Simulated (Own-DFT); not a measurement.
# Strain and stress in wurtzite AlN, 128 atoms (Al64N64)

Calculated results; nothing here was measured. They come from Own-DFT, an in-house plane-wave density functional program, since retired, whose code no person has reviewed. Each row is one single-point run on a periodic cell that was not relaxed, without spin or spin-orbit coupling.

Settings of every run: PBE; PseudoDojo norm-conserving scalar-relativistic files; cutoff 42 hartree; 2 x 2 x 2 k mesh centred on Gamma; Fermi-Dirac smearing of 0.1 eV.

Known limits: forces on such cells passed a denser k mesh, each cell not checked; stress not checked against mesh or cutoff.

Unstrained cell vectors in Å: (12.448, 0.000, 0.000); (-6.224, 10.780, 0.000); (0.000, 0.000, 9.964). The unstrained cell has measured lattice constants (interpolated for alloys), not those of this functional. That, the random moves and any unrelaxed bonds set the pressure at no strain. Each run strains this cell uniformly, with the atoms carried along. Every atom was also moved at random, by a Gaussian of width 0.05 Å on each axis. Strain is the symmetric tensor, in per cent. Stress is positive in tension, and the pressure is minus a third of its trace.

```
run  e_xx (%)  e_yy (%)  e_zz (%)  e_yz (%)  e_xz (%)  e_xy (%)  s_xx (GPa)  s_yy (GPa)  s_zz (GPa)  s_yz (GPa)  s_xz (GPa)  s_xy (GPa)  P (GPa)  E (meV/atom)
  1     -0.13      0.68     -0.52     -1.15      0.14     -0.60       -5.70       -2.42       -7.69       -2.52        0.77       -2.07     5.27           8.8
  2     -1.16      0.74      1.48      1.23     -1.18     -0.22      -10.28       -2.62        1.78        3.63       -3.18        0.00     3.71          12.3
  3     -0.37      0.80      0.85     -0.59     -0.23     -0.04       -5.53       -1.06       -1.73       -1.04       -0.93        0.41     2.77           0.0
  4      0.39     -1.77     -1.85     -0.27      0.05      0.24       -8.67      -15.65      -15.47       -1.73       -0.15        0.37    13.26          45.9
  5      1.73      1.69     -0.09     -1.73     -1.20     -1.28        2.34        4.40       -4.66       -4.03       -2.74       -3.48    -0.69          22.2
  6      0.44      0.58      0.35     -0.04      1.37     -1.57       -3.52       -2.28       -3.25       -0.37        3.64       -4.15     3.02          19.5
  7      0.88     -1.85      1.06      1.59      0.05      1.25       -3.90      -11.89       -1.60        3.96        0.90        4.07     5.80          23.8
  8     -0.01      0.85     -1.48     -0.05     -0.16     -1.59       -6.52       -2.75      -11.44        0.30       -0.42       -5.04     6.90          20.4
  9      0.05      0.22      0.53      1.34     -1.87      0.12       -4.67       -4.31       -2.65        3.17       -4.65       -0.16     3.87          11.8
 10     -1.41      0.87      0.35     -0.05      1.87      1.35       -9.67       -3.25       -4.02       -0.41        3.60        4.93     5.65           4.5
 11      1.71     -1.37     -1.05      0.59     -1.82      0.19       -1.23       -9.93      -10.82        1.40       -4.32        0.55     7.33          38.0
 12     -1.88      0.95      0.28     -1.83     -1.70     -0.39      -14.90       -2.76       -4.07       -4.44       -3.41       -0.74     7.24          26.1
 13      1.16     -1.80     -1.60     -0.28      0.18     -0.55       -2.67      -13.69      -15.39       -0.83        0.64       -1.55    10.59          26.7
 14     -0.20      0.24      1.75     -1.24      0.09      0.93       -5.24       -5.05        2.34       -2.87        0.37        3.39     2.65          24.5
 15     -0.18      0.47      1.66     -0.56      1.37      1.57           ?           ?           ?           ?           ?           ?        ?             ?
```

E is the free energy for each atom above the lowest run shown.

## Worked fit

Each stress component was fitted by least squares to a constant and the strains of the runs shown, as fractions, with shears doubled. Shear strains stay in the fit of a normal stress only where such slopes are resolved. The slopes, in GPa:

| stress | at no strain | per e_xx | per e_yy | per e_zz | scatter |
|---|---|---|---|---|---|
| s_xx | -6.2 | 440 ± 33 | 102 ± 29 | 72 ± 29 | 1.08 |
| s_yy | -5.6 | 129 ± 21 | 474 ± 19 | 64 ± 19 | 0.71 |
| s_zz | -5.7 | 24 ± 15 | 78 ± 14 | 469 ± 14 | 0.51 |

Each shear stress against twice its own strain: yz 125 ± 6, xz 117 ± 5, xy 150 ± 9 GPa. These are stiffnesses along x, y and z of the frame in which the cell vectors are given, which need not be the crystal's axes. The atoms are held to the strained lattice; where symmetry lets them move under strain, relaxing them would lower some slopes. The table should be nearly symmetric about its diagonal, and what it lacks of that shows the noise. A ninth of its sum, 206 ± 7 GPa, estimates the bulk modulus near the mean pressure of these runs, 5.5 GPa, so it lies above the value at zero pressure.

## Withheld run

Question: what normal stresses and pressure should run 15 give?

The fit gives s_xx = -5.3, s_yy = -2.6, s_zz = 2.4 and P = 1.8 GPa. The calculation gave -3.12, -5.00, 2.42 and P = 1.90 GPa.
